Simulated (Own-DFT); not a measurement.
# What a defect does to the pressure of its cell: C40 NbSi2

The numbers are computed, not measured, by runs of the plane-wave DFT program Own-DFT (in-house, retired, unreviewed) at fixed positions, with no spin and no spin-orbit coupling.

Method: PBE; PseudoDojo norm-conserving scalar-relativistic files; cutoff 42 hartree; 4 x 4 x 5 k mesh centred on Gamma; cold (Marzari-Vanderbilt) smearing of 0.2 eV.

Caveats: forces on such cells failed a check on a denser k mesh; stress not checked against mesh or cutoff.

All runs share one cell, with vectors in Å (0.000, 8.324, 0.000); (-9.613, 0.000, 0.000); (0.000, 0.000, 6.586) and a volume of 527.0 Å³. u is the rms random offset of the atoms per axis. The defect's site can differ from row to row.

```
                    cell   formula   u (Å)  P (GPa)
               no defect  Nb12Si24  0.0176     1.49
               no defect  Nb12Si24  0.0198     1.48
               no defect  Nb12Si24  0.0446     2.39
two Si on a Nb site each  Nb10Si26  0.0274     1.73
two Si on a Nb site each  Nb10Si26  0.0522     2.48
two Si on a Nb site each  Nb10Si26  0.0533     2.47
          one Si vacancy  Nb12Si23  0.0305     1.04
          one Si vacancy  Nb12Si23  0.0504     1.78
          one Si vacancy  Nb12Si23  0.0522     2.01
        two Nb vacancies  Nb10Si24  0.0274        ?
        two Nb vacancies  Nb10Si24  0.0319     0.19
        two Nb vacancies  Nb10Si24  0.0529     0.98
        two Nb vacancies  Nb10Si24  0.0535     0.76
two Nb on a Si site each  Nb14Si22  0.0290     7.36
two Nb on a Si site each  Nb14Si22  0.0313     7.63
two Nb on a Si site each  Nb14Si22  0.0512     8.68
```

## What the rows give

P = P0 + c u² + a shift for each defect gives P0 = 1.35 GPa, c = 486 ± 48 GPa/Å² and a scatter of 0.16 GPa. The shifts, and each times the cell's volume:

- two Nb on a Si site each: 5.83 ± 0.13 GPa, 19.2 eV (9.6 eV for each of its 2 sites)
- two Si on a Nb site each: -0.15 ± 0.14 GPa, -0.5 eV (-0.2 eV for each of its 2 sites) (not resolved)
- one Si vacancy: -0.74 ± 0.14 GPa, -2.4 eV
- two Nb vacancies: -1.79 ± 0.14 GPa, -5.9 eV (-2.9 eV for each of its 2 sites)

A positive shift means that the defect pushes the cell outwards. Shift times volume (160.2 GPa Å³ is 1 eV) depends little on the cell's size, so, taken for each site, it can be compared between cells at like pressure. The atoms around the defects weren't relaxed, which would change these numbers.

## Test on the hidden row

Asked: what pressure belongs in the blank (two Nb vacancies, u = 0.0274 Å)?

The fitted form gives -0.07 ± 0.19 GPa. The hidden result is -0.33 GPa.
